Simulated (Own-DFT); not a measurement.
Simulation results for HfO$_{2}$ (monoclinic hafnia, atoms displaced)

Computed with Own-DFT development build. A calculation, not a measurement: plane-wave PBE density functional theory by an unreviewed code, no spin, of a simulated periodic cell, stress positive in tension, free energy of the whole cell less one offset for each atom, hafnium file: forces about 75 meV/angstrom off all-electron values; oxygen file: force components 24 meV/angstrom off all-electron in one glass; forces on such cells passed a denser k mesh, this cell's mesh not checked; offsets are fitted by least squares, one for each functional and potential file, so energies compare only between cells with the same atoms and settings and are not formation energies; the far tail of each file's local potential was reset to the Coulomb form; each entry is a single point on an unrelaxed cell, so the pressure reflects the starting lattice, mostly measured values, from which strain is counted, and rises with the displacements; printed positions are rounded, which can move forces by about a meV/angstrom; the program is a retired in-house code; no spin-orbit coupling; before rounding, a Quantum ESPRESSO 7.3.1 run of the same cell and cutoff gave forces within 1 meV/angstrom rms on each cell, which checks the program and not the settings.

HfO$_{2}$ (monoclinic hafnia, atoms displaced)

```
CELL_PARAMETERS angstrom
10.23400 0.00000 0.00000
0.00000 10.35000 0.00000
-1.69550 0.00000 10.44530
ATOMIC_POSITIONS crystal
Hf 0.13577 0.02340 0.10429
Hf 0.36522 0.26649 0.14828
Hf 0.35903 0.47930 0.39205
Hf 0.13954 0.23827 0.35421
O 0.03601 0.16992 0.17194
O 0.45749 0.40913 0.07437
O 0.46162 0.33106 0.32824
O 0.03693 0.08347 0.42439
O 0.22267 0.38262 0.24553
O 0.27602 0.12717 0.01067
O 0.27778 0.12475 0.25712
O 0.22524 0.37779 0.48996
Hf 0.14337 0.01544 0.60593
Hf 0.36602 0.27191 0.64254
Hf 0.36580 0.47850 0.89253
Hf 0.13310 0.22327 0.85155
O 0.03665 0.16020 0.67219
O 0.46720 0.40953 0.58235
O 0.46132 0.32933 0.82341
O 0.04083 0.08422 0.92776
O 0.22844 0.37979 0.74635
O 0.27212 0.13763 0.51218
O 0.27676 0.12100 0.75801
O 0.22594 0.36726 0.99131
Hf 0.14068 0.50997 0.10084
Hf 0.35727 0.77182 0.15022
Hf 0.36247 0.98998 0.40256
Hf 0.13842 0.73580 0.34732
O 0.03014 0.65843 0.18430
O 0.46422 0.91763 0.08527
O 0.45978 0.82957 0.32740
O 0.03094 0.58629 0.42216
O 0.22118 0.87871 0.24177
O 0.28290 0.62010 0.01381
O 0.27532 0.62307 0.26118
O 0.22247 0.87106 0.49528
Hf 0.13653 0.52884 0.61205
Hf 0.36341 0.77456 0.64682
Hf 0.35878 0.97076 0.89394
Hf 0.13886 0.72413 0.85509
O 0.03779 0.67437 0.67026
O 0.46110 0.92218 0.57519
O 0.46398 0.83029 0.82382
O 0.03993 0.59123 0.92656
O 0.22256 0.87490 0.74111
O 0.27077 0.63709 0.51315
O 0.27019 0.62177 0.77132
O 0.21575 0.87504 0.99419
Hf 0.63878 0.02001 0.11288
Hf 0.86075 0.26966 0.14566
Hf 0.87182 0.47766 0.39622
Hf 0.63984 0.23104 0.35100
O 0.53953 0.16815 0.17922
O 0.96658 0.41758 0.07483
O 0.96443 0.33726 0.33032
O 0.54037 0.08103 0.42707
O 0.72232 0.38028 0.24592
O 0.77237 0.12745 0.01369
O 0.77434 0.12995 0.25142
O 0.71921 0.37343 0.49410
Hf 0.63606 0.02910 0.59748
Hf 0.86469 0.27555 0.64945
Hf 0.86882 0.47851 0.90215
Hf 0.63918 0.22155 0.85318
O 0.53690 0.17895 0.66741
O 0.95987 0.41239 0.57231
O 0.96638 0.33699 0.82767
O 0.54181 0.08005 0.92250
O 0.72274 0.37774 0.73531
O 0.78338 0.12977 0.50778
O 0.76948 0.12893 0.76212
O 0.72933 0.37087 0.99188
Hf 0.63506 0.51016 0.09950
Hf 0.86636 0.77165 0.14367
Hf 0.85385 0.98054 0.39809
Hf 0.64057 0.72538 0.34932
O 0.53658 0.66159 0.16388
O 0.95897 0.91608 0.07444
O 0.96500 0.83750 0.32414
O 0.54850 0.58492 0.42936
O 0.71445 0.88483 0.22816
O 0.77656 0.62709 0.00826
O 0.78459 0.61697 0.26217
O 0.71709 0.86989 0.48454
Hf 0.63650 0.51465 0.60766
Hf 0.85624 0.77048 0.64464
Hf 0.86762 0.98889 0.89467
Hf 0.63018 0.72867 0.84739
O 0.53618 0.66556 0.67510
O 0.95895 0.90672 0.57138
O 0.96220 0.82533 0.83100
O 0.53854 0.58498 0.91884
O 0.73185 0.87504 0.75234
O 0.77883 0.63428 0.51167
O 0.78377 0.62584 0.76055
O 0.73873 0.87169 0.98928
```

* functional: PBE
* potential files: PseudoDojo norm-conserving, scalar-relativistic, standard set
* wave cutoff: 72 hartree
* occupations: Fermi-Dirac
* smearing width: 0.1 eV
* k mesh: 2 x 2 x 2 centred on Gamma
* free energy of cell above offsets: -93.737 eV
* pressure: 5.63 GPa
* stress xx: -5.8 GPa
* stress yy: -5.24 GPa
* stress zz: -5.85 GPa
* stress yz: 0.74 GPa
* stress xz: -0.08 GPa
* stress xy: 0.03 GPa

Force:
```tsv
element	x (eV/Å)	y (eV/Å)	z (eV/Å)
Hf	0.234	-0.773	0.833
Hf	-0.801	-0.226	-0.881
Hf	0.759	0.971	1.276
Hf	-0.982	-1.41	0.612
O	-0.268	0.433	0.082
O	1.647	0.815	0.055
O	0.127	0.231	0.356
O	-0.138	0.188	-0.271
O	0.297	-0.43	-0.497
O	0.306	-0.153	-0.147
O	-0.276	-0.327	0.951
O	-0.033	0.052	-0.178
Hf	-1.569	0.446	-1.013
Hf	-1.976	0.406	1.299
Hf	-0.615	-0.621	0.535
Hf	2.239	1.293	0.05
O	-0.852	0.42	0.527
O	0.343	1.829	-1.367
O	0.957	0.018	0.866
O	-0.715	0.004	-0.509
O	-0.702	0.313	-1.102
O	0.528	-1.059	-0.778
O	0.053	-1.034	0.53
O	-0.781	-0.11	-0.022
Hf	0.408	1.981	0.415
Hf	1.172	-0.553	-0.516
Hf	-0.492	-1.846	-1.399
Hf	-1.173	-0.945	1.398
O	1.01	-0.422	-1.405
O	-0.512	0.001	-1.018
O	0.052	0.559	0.518
O	1.27	0.329	0.838
O	-0.035	0.787	-0.022
O	-0.34	0.869	0.269
O	0.309	-0.52	0.102
O	0.544	0.928	-0.371
Hf	0.098	-0.706	-1.378
Hf	-0.332	-0.864	-1.005
Hf	0.415	1.791	1.326
Hf	-1.078	2.074	0.772
O	-0.01	-0.646	0.177
O	0.466	0.127	0.868
O	-0.849	0.951	0.527
O	-1.185	-1.857	0.446
O	0.42	0.4	0.23
O	0.466	-0.862	0.245
O	1.329	-0.247	-1.585
O	0.974	-0.879	-0.61
Hf	0.077	0.19	-3.127
Hf	-0.066	0.106	0.032
Hf	-2.478	1.95	0.231
Hf	0.493	1.427	1.118
O	-0.853	-0.029	-0.535
O	0.052	-0.66	0.584
O	1.175	-1.584	-1.117
O	-0.392	0.716	-1.208
O	0.036	-0.476	-0.846
O	1.015	0.553	-0.322
O	0.27	-0.929	1.663
O	0.296	-0.789	-0.544
Hf	0.664	-1.343	2.034
Hf	-0.639	-0.341	-0.998
Hf	-1.539	2.098	-1.191
Hf	-1.244	1.804	0.826
O	0.947	-1.854	-0.371
O	1.542	0.61	1.28
O	0.499	-0.622	-0.21
O	-1.512	-0.861	-0.308
O	0.376	-0.083	1.322
O	-0.711	0.137	0.23
O	1.282	-1.087	-0.711
O	-0.343	-0.642	-0.35
Hf	0.621	1.986	0.675
Hf	-1.225	-0.924	-0.349
Hf	2.23	-0.513	-0.403
Hf	0.028	-0.476	-0.027
O	-0.392	0.309	0.806
O	2.279	1.461	0.474
O	-0.64	0.639	0.089
O	-2.209	-0.905	-0.924
O	1.077	-1.558	2.46
O	-0.167	-0.423	0.343
O	-1.001	0.64	-0.425
O	-0.215	0.855	0.235
Hf	1.419	1.123	-0.486
Hf	-0.107	-0.316	0.842
Hf	-1.562	-3.479	0.176
Hf	3.71	0.421	1.973
O	-0.857	0.136	-0.839
O	1.112	1.589	-0.025
O	0.66	1.225	0.089
O	-1.11	-1.539	0.253
O	-0.838	1.748	-2.322
O	-0.048	-0.623	-0.154
O	-0.747	-1.401	0.271
O	-1.673	0.01	-0.237
```
